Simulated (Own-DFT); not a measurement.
Hf₃₆O₇₁ (tetragonal hafnia with one neutral oxygen vacancy, atoms displaced) (calculated)

Computed with Own-DFT development build. A calculation, not a measurement: plane-wave PBE and HSE06 DFT by an unreviewed code, no spin, of a simulated cell at Gamma alone, so results move with cell size and shape, stress positive in tension, energies less offsets, not probed for a lower state with spin; hafnium file: forces about 75 meV/angstrom off all-electron values; oxygen file: force components 24 meV/angstrom off all-electron in a glass; k mesh not checked against a denser one; forces and stress are PBE's, HSE06 gives the energy alone, and its difference from PBE has offsets of its own; offsets are fitted by least squares, one for each functional and potential file, so energies compare only between cells with the same atoms and settings and are not formation energies; the far tail of each file's local potential was reset to the Coulomb form; each entry is a single point on an unrelaxed cell, so the pressure reflects the starting lattice, taken from the Materials Project, from which strain is counted, and rises with the displacements; printed positions are rounded, which can move forces by about a meV/angstrom; the program is a retired in-house code; no spin-orbit coupling.

## Hf₃₆O₇₁ (tetragonal hafnia with one neutral oxygen vacancy, atoms displaced)

```
Hf36O71
1.0
     10.7800     0.0000     0.0000
      0.0000    10.7800     0.0000
      0.0000     0.0000    10.4493
Hf O Hf O Hf O Hf O Hf O Hf O Hf O Hf O Hf O Hf O Hf O Hf O Hf O Hf O Hf O Hf O Hf O Hf O
2 4 2 4 2 4 2 4 2 4 2 4 2 4 2 4 2 4 2 3 2 4 2 4 2 4 2 4 2 4 2 4 2 4 2 4
Direct
  0.00096 0.00790 0.99444
  0.16989 0.16545 0.25637
  0.99690 0.17097 0.15838
  0.17273 0.99805 0.34523
  0.99666 0.16510 0.40886
  0.16621 0.00437 0.10150
  0.99019 0.00513 0.49424
  0.16061 0.16907 0.75238
  0.99985 0.16513 0.64571
  0.16854 0.00110 0.84328
  0.00766 0.16915 0.90496
  0.16177 0.00449 0.59657
  0.00489 0.32618 0.99833
  0.16163 0.50857 0.24853
  0.99614 0.49525 0.15188
  0.16998 0.33781 0.34634
  0.00506 0.49876 0.40503
  0.16803 0.32801 0.09803
  0.99956 0.33865 0.49503
  0.16883 0.50646 0.75462
  0.99537 0.49793 0.64801
  0.16772 0.32779 0.83805
  0.99249 0.49867 0.91083
  0.17330 0.33225 0.60682
  0.99950 0.66806 0.99870
  0.17002 0.83323 0.25418
  0.99396 0.83263 0.14877
  0.16687 0.66809 0.34832
  0.00197 0.83652 0.41161
  0.16053 0.66460 0.10516
  0.00269 0.67050 0.49673
  0.16653 0.83203 0.74897
  0.00008 0.82549 0.64946
  0.17005 0.67142 0.83827
  0.00300 0.83183 0.91039
  0.16455 0.66358 0.58940
  0.33181 0.99237 0.99680
  0.49677 0.15983 0.24421
  0.33442 0.15802 0.14629
  0.50401 0.00977 0.35476
  0.33920 0.16300 0.40215
  0.50311 0.99469 0.10314
  0.34221 0.00122 0.49892
  0.50295 0.16353 0.74332
  0.33216 0.16814 0.64560
  0.49813 0.00479 0.84527
  0.32710 0.16725 0.90507
  0.49440 0.00146 0.58010
  0.33699 0.34110 0.99429
  0.50749 0.50474 0.25545
  0.33621 0.49889 0.15273
  0.49609 0.33613 0.34337
  0.33393 0.50267 0.40220
  0.49719 0.33191 0.10092
  0.32809 0.33115 0.49833
  0.50522 0.48981 0.75371
  0.32879 0.50325 0.64338
  0.33567 0.49574 0.90224
  0.49773 0.32981 0.59480
  0.32674 0.66175 0.99162
  0.49907 0.83126 0.25118
  0.34445 0.83074 0.15264
  0.49857 0.67413 0.35162
  0.33350 0.83244 0.39423
  0.50404 0.67072 0.10884
  0.33281 0.66377 0.49379
  0.49973 0.83675 0.74941
  0.33171 0.83483 0.64519
  0.50312 0.65803 0.85093
  0.33842 0.83684 0.91039
  0.50586 0.65918 0.59517
  0.66446 0.99645 0.99870
  0.83675 0.17254 0.24538
  0.66135 0.16842 0.15374
  0.83806 0.00494 0.35151
  0.66986 0.16152 0.39530
  0.84162 0.00137 0.08677
  0.66856 0.99763 0.50066
  0.83801 0.16551 0.74973
  0.65887 0.16883 0.65083
  0.83350 0.99254 0.84641
  0.66668 0.16053 0.90242
  0.83052 0.99994 0.59971
  0.66955 0.33225 0.98873
  0.83493 0.49521 0.24701
  0.66907 0.49876 0.14873
  0.83410 0.33131 0.34952
  0.67591 0.50212 0.39910
  0.83255 0.32506 0.09398
  0.66643 0.32870 0.50045
  0.83000 0.50147 0.75840
  0.66724 0.49877 0.65015
  0.83178 0.33363 0.84434
  0.66651 0.50274 0.90232
  0.83158 0.33344 0.60347
  0.67157 0.66892 0.00081
  0.84277 0.83458 0.24353
  0.66373 0.82876 0.15380
  0.83157 0.66649 0.34769
  0.66575 0.83476 0.39606
  0.83305 0.65917 0.08702
  0.66829 0.67321 0.49846
  0.83044 0.83097 0.74333
  0.67074 0.83783 0.64926
  0.82667 0.66081 0.84064
  0.66249 0.82791 0.89951
  0.83745 0.66756 0.59757
```

```
first functional                 : PBE
second functional                : HSE06
exact exchange share             : 0.25
screening                        : 0.11 1/bohr
exchange divergence              : Gygi-Baldereschi
potential files                  : PseudoDojo norm-conserving, scalar-relativistic, made for PBE, standard set
wave cutoff                      : 48 hartree
occupations                      : fixed
k mesh                           : 1 x 1 x 1 centred on Gamma
PBE energy of cell above offsets : -95.900 eV
HSE06 less PBE above offsets     : 0.150 eV
PBE pressure                     : 2.26 GPa
PBE stress xx                    : -0.02 GPa
PBE stress yy                    : -4.35 GPa
PBE stress zz                    : -2.4 GPa
PBE stress yz                    : 0.5 GPa
PBE stress xz                    : 0.26 GPa
PBE stress xy                    : 0 GPa
```

Force:
```csv
element,x (eV/Å),y (eV/Å),z (eV/Å)
Hf,1.041,-2.149,1.025
Hf,1.016,0.11,-1.271
O,1.734,-0.198,-0.858
O,-0.647,0.211,-0.046
O,0.686,1.613,-1.511
O,-0.552,-0.798,-0.827
Hf,1.712,-0.48,1.812
Hf,2.06,-1.321,-2.573
O,-0.988,0.216,1.462
O,-0.19,-1.126,0.784
O,-0.812,-0.607,-1.666
O,0.259,-0.551,-0.437
Hf,0.028,2.032,1.756
Hf,1.224,-1.593,-0.142
O,0.76,0.111,0.263
O,-0.249,-0.629,0.361
O,-0.088,0.821,-1.224
O,-0.125,0.369,-0.733
Hf,0.223,-0.553,2.141
Hf,-0.691,-2.646,-3.457
O,0.953,0.008,1.397
O,-0.493,3.026,1.984
O,0.93,0.182,-0.91
O,-1.689,0.078,-1.466
Hf,-0.637,-0.211,0.676
Hf,0.86,0.967,-0.59
O,2.109,-0.42,0.31
O,-0.289,0.282,-0.027
O,0.006,-0.213,-2.065
O,0.788,0.121,-1.379
Hf,-1.054,-0.698,1.049
Hf,-0.771,2.709,-2.375
O,0.079,0.29,1.279
O,0.486,-0.875,2.283
O,0.229,0.243,-1.101
O,0.576,0.157,0.974
Hf,0.01,3.856,2.243
Hf,-0.034,1.489,0.354
O,-0.624,0.078,1.096
O,-0.354,-2.139,-0.864
O,-1.005,1.105,-0.67
O,-0.147,0.216,-1.148
Hf,-4.599,-0.173,-1.362
Hf,-2.321,1.772,0.494
O,0.519,-0.464,1.026
O,0.176,-1.464,-0.224
O,0.657,0.127,-0.422
O,3.663,-0.585,3.922
Hf,0.068,-3.67,2.679
Hf,-0.586,-0.491,-0.692
O,-0.848,0.675,-0.35
O,0.513,-0.337,0.36
O,-0.102,-0.214,-0.468
O,0.61,0.34,-2.164
Hf,0.574,0.137,0.015
Hf,0.061,0.822,-1.789
O,0.678,0.098,1.931
O,-0.512,1.561,-1.658
O,0.216,0.507,0.629
Hf,2.372,0.69,2.755
Hf,0.929,0.947,0.235
O,-3.334,0.088,-0.738
O,0.283,-1.55,0.5
O,-0.249,0.194,0.43
O,-0.603,-0.696,-1.601
Hf,0.945,0.132,0.896
Hf,-0.055,-1.664,-0.106
O,0.657,-0.274,1.411
O,-1.096,1.155,-0.563
O,-0.105,-2.738,-2.152
O,-0.769,0.966,0.296
Hf,0.173,0.015,1.002
Hf,-2.421,-0.679,0.765
O,1.502,-0.437,-0.822
O,0.05,-1.187,-1.186
O,0.315,1.004,1.471
O,-1.798,0.02,0.967
Hf,-0.396,0.601,-2.132
Hf,-0.891,0.171,-1.119
O,2.148,-0.49,-0.263
O,0.408,1.115,-0.363
O,0.028,0.588,-0.499
O,0.271,0.191,0.467
Hf,-1.048,-0.431,2.033
Hf,-1.437,0.673,0.648
O,0.332,-0.199,0.186
O,0.47,0.535,-0.092
O,-0.766,-0.298,0.385
O,0.396,0.252,-0.143
Hf,-0.082,0.331,-0.668
Hf,0.475,-1.192,-2.97
O,-0.233,-0.354,0.836
O,-0.051,-1.199,0.899
O,-0.32,-1.151,-0.443
O,0.09,-0.764,-0.99
Hf,-2.391,-0.386,0.654
Hf,-2.765,0.163,1.777
O,2.328,0.446,-0.683
O,0.872,0.384,-1.182
O,0.283,0.466,1.018
O,1.137,0.511,0.984
Hf,0.39,-1.152,-0.365
Hf,1.348,-0.582,0.246
O,-1.793,0.044,-0.063
O,0.388,2.495,1.173
O,-0.099,1.17,-0.418
O,-0.986,0.349,-0.3
```
